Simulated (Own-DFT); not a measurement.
# Strain and stress in wurtzite GaN, 72 atoms (Ga36N36)

Calculated results; nothing here was measured. The program, named Own-DFT, is a retired in-house plane-wave density functional code that no person has reviewed. Each row is one single-point run on a periodic cell that was not relaxed, without spin or spin-orbit coupling.

Settings of every run: PBE; PseudoDojo norm-conserving scalar-relativistic files (stringent for Ga); cutoff 96 hartree; 4 x 4 x 3 k mesh centred on Gamma; Gaussian smearing of 0.01 eV.

Known limits: forces not confirmed at this smearing and k mesh; stress not checked against mesh or cutoff.

Unstrained cell vectors in Å: (9.567, 0.000, 0.000); (-4.784, 8.285, 0.000); (0.000, 0.000, 10.370). The unstrained cell has measured lattice constants (interpolated for alloys), not those of this functional. That, the random moves and any unrelaxed bonds set the pressure at no strain. Each run strains this cell uniformly, with the atoms carried along. Every atom was also moved at random, by a Gaussian of width 0.05 Å on each axis. Strain is the symmetric tensor, in per cent. Stress is positive in tension, and the pressure is minus a third of its trace.

| run | e_xx (%) | e_yy (%) | e_zz (%) | s_xx (GPa) | s_yy (GPa) | s_zz (GPa) | P (GPa) | E (meV/atom) |
|---|---|---|---|---|---|---|---|---|
| 1 | -2.25 | -2.25 | 0.00 | -21.41 | -19.94 | -10.27 | 17.21 | 52.3 |
| 2 | 0.75 | 0.75 | 0.00 | -3.35 | -1.66 | -7.15 | 4.05 | 2.2 |
| 3 | 3.00 | 3.00 | 0.00 | 6.82 | 6.10 | -4.19 | -2.91 | 14.7 |
| 4 | -0.25 | -0.25 | 0.00 | -9.86 | -6.96 | -7.71 | 8.18 | 20.0 |
| 5 | 1.00 | 1.00 | 0.00 | -2.81 | -1.99 | -5.50 | 3.43 | 16.4 |
| 6 | 1.50 | 1.50 | 0.00 | 0.04 | 0.77 | -5.48 | 1.56 | 10.4 |
| 7 | 1.25 | 1.25 | 0.00 | -0.45 | -1.11 | -5.35 | 2.30 | 0.0 |
| 8 | -0.50 | -0.50 | 0.00 | -9.04 | -8.96 | -9.64 | 9.21 | 21.0 |
| 9 | 2.00 | 2.00 | 0.00 | ? | ? | ? | ? | ? |

E is the free energy for each atom above the lowest run shown.

## Worked fit

The change of volume is close to e_xx + e_yy + e_zz. A straight line through the runs shown gives P = 7.59 - 193 x (fractional change of volume) GPa, with an error of 9 on the slope and a scatter of 0.77 GPa. The strain isn't the same on all axes and the cell isn't cubic, so the slope belongs to this path and is not the bulk modulus.

## Withheld run

Question: what pressure should run 9 give? Its volume changes by 4.04 %.

The line gives -0.2 GPa. The calculation gave -0.09 GPa.
